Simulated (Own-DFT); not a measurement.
# Which defects push the lattice out? zincblende GaP

The numbers are computed, not measured, by runs of the plane-wave DFT program Own-DFT (in-house, retired, unreviewed) at fixed positions, with no spin and no spin-orbit coupling.

Method: PBE; PseudoDojo norm-conserving scalar-relativistic files; cutoff 42 hartree; 2 x 3 x 3 k mesh centred on Gamma; Fermi-Dirac smearing of 0.1 eV.

Known weak points (not all hold for every row): not probed for a lower state with spin; forces on such cells failed a check on a denser k mesh; forces on such cells moved up to 12 meV/angstrom on a denser k mesh; forces on such cells passed a denser k mesh, each cell not checked; stress not checked against mesh or cutoff.

All runs share one cell, with vectors in Å (16.352, 0.000, 0.000); (0.000, 10.901, 0.000); (0.000, 0.000, 10.901) and a volume of 1943.1 Å³. u is the rms random offset of the atoms per axis. The defect's site can differ from row to row.

| cell | formula | u (Å) | P (GPa) |
|---|---|---|---|
| no defect | Ga48P48 | 0.0193 | 2.71 |
| no defect | Ga48P48 | 0.0466 | 3.14 |
| no defect | Ga48P48 | 0.0486 | 3.23 |
| one Ga on a P site and one P on a Ga site | Ga48P48 | 0.0304 | 2.98 |
| one Ga on a P site and one P on a Ga site | Ga48P48 | 0.0317 | 2.99 |
| one Ga on a P site and one P on a Ga site | Ga48P48 | 0.0514 | 3.42 |
| one Ga on a P site | Ga49P47 | 0.0300 | 3.20 |
| one Ga on a P site | Ga49P47 | 0.0324 | 3.19 |
| one Ga on a P site | Ga49P47 | 0.0497 | 3.61 |
| two P on a Ga site each | Ga46P50 | 0.0303 | 2.98 |
| two P on a Ga site each | Ga46P50 | 0.0312 | 3.01 |
| two P on a Ga site each | Ga46P50 | 0.0498 | 3.33 |
| two P on a Ga site each | Ga46P50 | 0.0509 | ? |
| two P vacancies | Ga48P46 | 0.0313 | 2.42 |
| two P vacancies | Ga48P46 | 0.0487 | 2.82 |
| two P vacancies | Ga48P46 | 0.0515 | 2.91 |

## What the rows give

P = P0 + c u² + a shift for each defect gives P0 = 2.60 GPa, c = 258 ± 10 GPa/Å² and a scatter of 0.03 GPa. The shifts, and each times the cell's volume:

- one Ga on a P site: 0.35 ± 0.02 GPa, 4.2 eV
- one Ga on a P site and one P on a Ga site: 0.13 ± 0.02 GPa, 1.6 eV
- two P on a Ga site each: 0.13 ± 0.02 GPa, 1.6 eV (0.8 eV for each of its 2 sites)
- two P vacancies: -0.41 ± 0.02 GPa, -4.9 eV (-2.5 eV for each of its 2 sites)

Positive is outwards. The product with the volume (160.2 GPa Å³ to the eV) is nearly free of the cell's size; divided by the bulk modulus at the cell's pressure it gives the volume that the defect adds. The atoms around the defects weren't relaxed, which would change these numbers.

## Check

Asked: what pressure belongs in the blank (two P on a Ga site each, u = 0.0509 Å)?

From the fit: 3.40 ± 0.04 GPa. The calculation gave 3.40 GPa.
